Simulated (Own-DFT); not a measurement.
## Calculated data, GaP (zincblende, atoms displaced)

All values are calculated (Own-DFT development build). A calculation, not a measurement: plane-wave PBE density functional theory by an unreviewed code, no spin, of a simulated periodic cell, stress positive in tension, free energy of the whole cell less one offset for each atom, forces on such cells passed a denser k mesh, this cell's mesh not checked; offsets are fitted by least squares, one for each functional and potential file, so energies compare only between cells with the same atoms and settings and are not formation energies; the far tail of each file's local potential was reset to the Coulomb form; each entry is a single point on an unrelaxed cell, so the pressure reflects the starting lattice, mostly measured values (interpolated for alloys), from which strain is counted, and rises with the displacements; printed positions are rounded, which can move forces by about a meV/angstrom; the program, named Own-DFT, is a retired in-house code; no spin-orbit coupling.

Settings shared by all entries: functional PBE; potential files PseudoDojo norm-conserving, scalar-relativistic, standard set; wave cutoff 42 hartree; occupations Fermi-Dirac; smearing width 0.1 eV; k mesh 3 x 3 x 3 centred on Gamma.

(1) 
```cif
# cell vector a (Å): 10.9010 0.0000 0.0000
# cell vector b (Å): 0.0000 10.9010 0.0000
# cell vector c (Å): 0.0000 0.0000 10.9010
data_GaP
_symmetry_space_group_name_H-M 'P 1'
_symmetry_Int_Tables_number 1
_cell_length_a 10.9010
_cell_length_b 10.9010
_cell_length_c 10.9010
_cell_angle_alpha 90.000
_cell_angle_beta 90.000
_cell_angle_gamma 90.000
_cell_volume 1295.39
loop_
_atom_site_label
_atom_site_type_symbol
_atom_site_fract_x
_atom_site_fract_y
_atom_site_fract_z
_atom_site_occupancy
Ga1 Ga 0.00043 0.00128 0.99994 1
Ga2 Ga 0.99905 0.25109 0.24853 1
Ga3 Ga 0.25141 0.00038 0.24956 1
Ga4 Ga 0.25134 0.24974 0.00128 1
P1 P 0.12600 0.12891 0.12744 1
P2 P 0.12548 0.37084 0.37656 1
P3 P 0.37623 0.12428 0.37653 1
P4 P 0.37675 0.37446 0.12576 1
Ga5 Ga 0.99436 0.00108 0.50114 1
Ga6 Ga 0.00025 0.24837 0.74939 1
Ga7 Ga 0.25056 0.00007 0.74760 1
Ga8 Ga 0.24931 0.24853 0.49935 1
P5 P 0.12355 0.12464 0.62240 1
P6 P 0.12820 0.37358 0.87573 1
P7 P 0.37656 0.12331 0.87560 1
P8 P 0.37193 0.37670 0.62394 1
Ga9 Ga 0.99979 0.49994 0.99614 1
Ga10 Ga 0.00054 0.74832 0.24940 1
Ga11 Ga 0.25261 0.49895 0.24863 1
Ga12 Ga 0.25143 0.74854 0.99952 1
P9 P 0.12457 0.62231 0.12408 1
P10 P 0.12543 0.87253 0.37468 1
P11 P 0.37792 0.62236 0.37305 1
P12 P 0.37631 0.87747 0.12760 1
Ga13 Ga 0.00405 0.50139 0.50073 1
Ga14 Ga 0.00257 0.74927 0.75108 1
Ga15 Ga 0.25052 0.49925 0.74960 1
Ga16 Ga 0.24977 0.74985 0.49691 1
P13 P 0.12419 0.62418 0.62432 1
P14 P 0.12364 0.87702 0.87744 1
P15 P 0.37569 0.62388 0.87528 1
P16 P 0.37606 0.87694 0.62510 1
Ga17 Ga 0.49994 0.00171 0.99937 1
Ga18 Ga 0.50115 0.25022 0.25300 1
Ga19 Ga 0.74751 0.99563 0.25220 1
Ga20 Ga 0.75013 0.25388 0.99923 1
P17 P 0.62521 0.12774 0.12698 1
P18 P 0.62539 0.37471 0.37408 1
P19 P 0.87668 0.12686 0.37512 1
P20 P 0.87571 0.37561 0.12634 1
Ga21 Ga 0.50333 0.00414 0.49938 1
Ga22 Ga 0.49864 0.24839 0.74958 1
Ga23 Ga 0.75127 0.00072 0.74889 1
Ga24 Ga 0.75307 0.24808 0.50001 1
P21 P 0.62451 0.12742 0.62625 1
P22 P 0.62452 0.37681 0.87464 1
P23 P 0.87653 0.12536 0.87667 1
P24 P 0.87672 0.37403 0.62321 1
Ga25 Ga 0.50061 0.49987 0.00045 1
Ga26 Ga 0.49747 0.74823 0.24933 1
Ga27 Ga 0.75041 0.50424 0.24850 1
Ga28 Ga 0.75025 0.75019 0.00008 1
P25 P 0.62461 0.62435 0.12490 1
P26 P 0.62467 0.87609 0.37445 1
P27 P 0.87331 0.62556 0.37609 1
P28 P 0.87689 0.87909 0.12423 1
Ga29 Ga 0.50250 0.50077 0.50105 1
Ga30 Ga 0.49807 0.74741 0.75132 1
Ga31 Ga 0.75022 0.49993 0.74998 1
Ga32 Ga 0.75016 0.74911 0.49819 1
P29 P 0.62404 0.62686 0.62545 1
P30 P 0.62444 0.87535 0.87418 1
P31 P 0.87439 0.62555 0.87375 1
P32 P 0.87759 0.87497 0.62263 1
_calc_free_energy_of_cell_above_offsets '-35.837'  # eV
_calc_pressure 2.69  # GPa
_calc_stress_xx -2.69  # GPa
_calc_stress_yy -2.68  # GPa
_calc_stress_zz -2.7  # GPa
_calc_stress_yz 0.02  # GPa
_calc_stress_xz 0.12  # GPa
_calc_stress_xy 0.15  # GPa
```

Force:
| element | x (eV/Å) | y (eV/Å) | z (eV/Å) |
| --- | --- | --- | --- |
| Ga | 0.175 | 0.282 | 0.239 |
| Ga | 0.083 | 0.04 | 0.239 |
| Ga | -0.257 | 0.022 | 0.265 |
| Ga | 0.159 | -0.009 | -0.047 |
| P | -0.03 | -0.463 | -0.242 |
| P | 0.021 | 0.595 | -0.372 |
| P | -0.132 | 0.129 | -0.144 |
| P | 0.068 | -0.083 | -0.081 |
| Ga | 0.723 | -0.108 | -0.41 |
| Ga | 0.126 | 0.169 | 0.077 |
| Ga | -0.209 | 0.05 | 0.191 |
| Ga | 0.14 | -0.041 | 0.125 |
| P | 0.117 | -0.124 | 0.241 |
| P | -0.294 | 0.005 | -0.2 |
| P | -0.38 | 0.193 | -0.133 |
| P | 0.426 | -0.281 | -0.016 |
| Ga | 0.043 | -0.16 | 0.211 |
| Ga | -0.086 | 0.134 | -0.084 |
| Ga | -0.348 | -0.17 | 0.172 |
| Ga | -0.11 | 0.272 | 0.243 |
| P | 0.099 | 0.119 | -0.008 |
| P | -0.261 | 0.51 | -0.043 |
| P | -0.321 | 0.14 | 0.317 |
| P | -0.096 | -0.297 | -0.501 |
| Ga | -0.404 | -0.328 | -0.274 |
| Ga | -0.146 | 0.197 | -0.077 |
| Ga | -0.153 | 0.104 | 0.078 |
| Ga | 0.305 | -0.082 | 0.261 |
| P | 0.448 | 0.271 | 0.201 |
| P | 0.403 | -0.214 | -0.275 |
| P | -0.142 | -0.071 | 0.032 |
| P | 0.067 | -0.317 | -0.273 |
| Ga | 0.314 | -0.115 | 0.284 |
| Ga | -0.142 | -0.018 | -0.155 |
| Ga | 0.37 | 0.685 | -0.288 |
| Ga | -0.009 | -0.263 | 0.163 |
| P | 0.129 | -0.258 | -0.204 |
| P | 0.335 | 0.175 | 0.251 |
| P | -0.338 | -0.378 | -0.349 |
| P | -0.074 | 0.295 | -0.274 |
| Ga | -0.167 | -0.351 | 0.195 |
| Ga | -0.111 | 0.433 | 0.069 |
| Ga | 0.01 | -0.104 | 0.075 |
| Ga | -0.314 | 0.298 | -0.055 |
| P | 0.341 | -0.109 | -0.101 |
| P | -0.068 | -0.179 | -0.148 |
| P | -0.264 | 0.107 | -0.168 |
| P | -0.047 | 0.245 | 0.235 |
| Ga | -0.056 | -0.076 | 0.029 |
| Ga | 0.318 | 0.237 | 0.033 |
| Ga | -0.041 | -0.466 | 0.206 |
| Ga | 0.015 | 0.213 | 0.051 |
| P | 0.002 | 0.32 | -0.124 |
| P | -0.258 | -0.465 | 0.214 |
| P | 0.414 | -0.153 | -0.126 |
| P | -0.191 | -0.543 | 0.172 |
| Ga | -0.085 | -0.234 | -0.074 |
| Ga | 0.088 | 0.433 | -0.116 |
| Ga | 0.036 | -0.05 | -0.259 |
| Ga | -0.13 | 0.289 | 0.234 |
| P | 0.229 | -0.115 | 0.019 |
| P | 0.072 | -0.057 | 0.025 |
| P | 0.038 | 0.016 | 0.025 |
| P | -0.452 | -0.297 | 0.446 |

(2) 
```cif
# cell vector a (Å): 10.9010 0.0000 0.0000
# cell vector b (Å): 0.0000 10.9010 0.0000
# cell vector c (Å): 0.0000 0.0000 10.9010
data_GaP
_symmetry_space_group_name_H-M 'P 1'
_symmetry_Int_Tables_number 1
_cell_length_a 10.9010
_cell_length_b 10.9010
_cell_length_c 10.9010
_cell_angle_alpha 90.000
_cell_angle_beta 90.000
_cell_angle_gamma 90.000
_cell_volume 1295.39
loop_
_atom_site_label
_atom_site_type_symbol
_atom_site_fract_x
_atom_site_fract_y
_atom_site_fract_z
_atom_site_occupancy
Ga1 Ga 0.00021 0.99750 0.99730 1
Ga2 Ga 0.99695 0.25051 0.24930 1
Ga3 Ga 0.25163 0.99962 0.24832 1
Ga4 Ga 0.24912 0.25008 0.00050 1
P1 P 0.12438 0.12100 0.12442 1
P2 P 0.12762 0.37543 0.37409 1
P3 P 0.37387 0.12879 0.37583 1
P4 P 0.37561 0.37538 0.12294 1
Ga5 Ga 0.00038 0.00241 0.50153 1
Ga6 Ga 0.99981 0.25278 0.74847 1
Ga7 Ga 0.24836 0.99877 0.74838 1
Ga8 Ga 0.25123 0.24932 0.50078 1
P5 P 0.12255 0.12330 0.62595 1
P6 P 0.12672 0.37816 0.87647 1
P7 P 0.37505 0.12410 0.87420 1
P8 P 0.37528 0.37611 0.62614 1
Ga9 Ga 0.00192 0.50192 0.99517 1
Ga10 Ga 0.99942 0.75127 0.25036 1
Ga11 Ga 0.24709 0.49876 0.24956 1
Ga12 Ga 0.25251 0.74967 0.00145 1
P9 P 0.12467 0.62492 0.12681 1
P10 P 0.12822 0.87446 0.37519 1
P11 P 0.37686 0.62499 0.37270 1
P12 P 0.37655 0.87507 0.12778 1
Ga13 Ga 0.00138 0.50558 0.50162 1
Ga14 Ga 0.99619 0.74849 0.74687 1
Ga15 Ga 0.25086 0.50092 0.75270 1
Ga16 Ga 0.25004 0.74822 0.49632 1
P13 P 0.12340 0.62655 0.62552 1
P14 P 0.12292 0.87909 0.87201 1
P15 P 0.37233 0.62629 0.87445 1
P16 P 0.37614 0.87488 0.62643 1
Ga17 Ga 0.49823 0.00056 0.00072 1
Ga18 Ga 0.50277 0.24911 0.25107 1
Ga19 Ga 0.74978 0.99759 0.25366 1
Ga20 Ga 0.75233 0.25140 0.00196 1
P17 P 0.62511 0.12387 0.12344 1
P18 P 0.62916 0.37153 0.37484 1
P19 P 0.87607 0.12438 0.37543 1
P20 P 0.87357 0.37309 0.12883 1
Ga21 Ga 0.49965 0.00115 0.50347 1
Ga22 Ga 0.50068 0.25189 0.74935 1
Ga23 Ga 0.74658 0.00139 0.74878 1
Ga24 Ga 0.74981 0.25353 0.49863 1
P21 P 0.62558 0.12645 0.62280 1
P22 P 0.62522 0.37636 0.87481 1
P23 P 0.87781 0.12592 0.87586 1
P24 P 0.87157 0.37511 0.62520 1
Ga25 Ga 0.50034 0.49674 0.99851 1
Ga26 Ga 0.50259 0.74950 0.24832 1
Ga27 Ga 0.74936 0.49969 0.25267 1
Ga28 Ga 0.75137 0.75008 0.00152 1
P25 P 0.62411 0.62248 0.12527 1
P26 P 0.62719 0.87631 0.37523 1
P27 P 0.87547 0.62580 0.37345 1
P28 P 0.87510 0.87724 0.12328 1
Ga29 Ga 0.49875 0.49982 0.49881 1
Ga30 Ga 0.49704 0.74982 0.75293 1
Ga31 Ga 0.74986 0.49712 0.75282 1
Ga32 Ga 0.74845 0.75111 0.49778 1
P29 P 0.62714 0.62664 0.62687 1
P30 P 0.62642 0.87265 0.87486 1
P31 P 0.87666 0.62531 0.87389 1
P32 P 0.87275 0.87371 0.62549 1
_calc_free_energy_of_cell_above_offsets '-35.695'  # eV
_calc_pressure 2.73  # GPa
_calc_stress_xx -2.73  # GPa
_calc_stress_yy -2.72  # GPa
_calc_stress_zz -2.74  # GPa
_calc_stress_yz 0.19  # GPa
_calc_stress_xz 0  # GPa
_calc_stress_xy 0.02  # GPa
```

Force:
| element | x (eV/Å) | y (eV/Å) | z (eV/Å) |
| --- | --- | --- | --- |
| Ga | -0.039 | 0.324 | 0.165 |
| Ga | 0.576 | -0.273 | 0.159 |
| Ga | -0.061 | 0.16 | 0.316 |
| Ga | 0.066 | -0.237 | 0.02 |
| P | -0.093 | 0.422 | 0.016 |
| P | -0.559 | -0.145 | 0.361 |
| P | 0.288 | -0.556 | -0.11 |
| P | -0.041 | -0.172 | 0.4 |
| Ga | -0.108 | -0.558 | -0.152 |
| Ga | 0.05 | -0.046 | 0.204 |
| Ga | 0.231 | 0.212 | 0.048 |
| Ga | -0.331 | 0.143 | 0.207 |
| P | 0.383 | 0.495 | -0.052 |
| P | -0.104 | -0.495 | -0.3 |
| P | -0.12 | 0.179 | -0.114 |
| P | -0.133 | 0.013 | -0.059 |
| Ga | -0.28 | -0.123 | 0.768 |
| Ga | 0.092 | 0.134 | -0.129 |
| Ga | 0.493 | 0.124 | -0.135 |
| Ga | -0.521 | 0.333 | -0.041 |
| P | -0.071 | 0.13 | -0.302 |
| P | -0.418 | 0.282 | -0.038 |
| P | -0.146 | -0.138 | -0.045 |
| P | 0.032 | -0.071 | -0.314 |
| Ga | -0.198 | -0.642 | -0.249 |
| Ga | 0.314 | 0.378 | 0.258 |
| Ga | -0.177 | 0.042 | -0.413 |
| Ga | 0.239 | 0.065 | 0.401 |
| P | 0.518 | -0.022 | 0.093 |
| P | 0.231 | -0.99 | 0.156 |
| P | 0.399 | -0.213 | 0.32 |
| P | -0.29 | -0.173 | -0.26 |
| Ga | 0.241 | -0.21 | -0.182 |
| Ga | -0.179 | 0.054 | -0.301 |
| Ga | 0.159 | 0.433 | -0.506 |
| Ga | -0.176 | -0.226 | -0.192 |
| P | 0.144 | -0.018 | 0.259 |
| P | -0.71 | 0.597 | -0.004 |
| P | -0.168 | 0.123 | 0.088 |
| P | 0.253 | 0.702 | -0.584 |
| Ga | -0.089 | -0.007 | -0.418 |
| Ga | -0.016 | -0.246 | 0.078 |
| Ga | 0.366 | -0.01 | 0.22 |
| Ga | 0.326 | -0.635 | 0.168 |
| P | -0.029 | 0.205 | 0.179 |
| P | 0.08 | -0.426 | 0.171 |
| P | -0.397 | 0.044 | -0.225 |
| P | 0.524 | 0.264 | -0.148 |
| Ga | -0.197 | 0.431 | -0.003 |
| Ga | 0.031 | 0.093 | 0.227 |
| Ga | 0.103 | 0.041 | -0.198 |
| Ga | -0.062 | -0.18 | -0.044 |
| P | 0.217 | 0.047 | -0.179 |
| P | -0.644 | -0.143 | 0.117 |
| P | -0.117 | 0.067 | 0.19 |
| P | 0.008 | -0.218 | 0.301 |
| Ga | 0.443 | 0.05 | 0.14 |
| Ga | 0.393 | -0.015 | -0.254 |
| Ga | 0.029 | 0.477 | -0.249 |
| Ga | 0.21 | -0.193 | 0.221 |
| P | -0.353 | -0.254 | -0.116 |
| P | -0.287 | 0.283 | 0.198 |
| P | -0.343 | -0.068 | 0.136 |
| P | 0.02 | 0.355 | -0.27 |
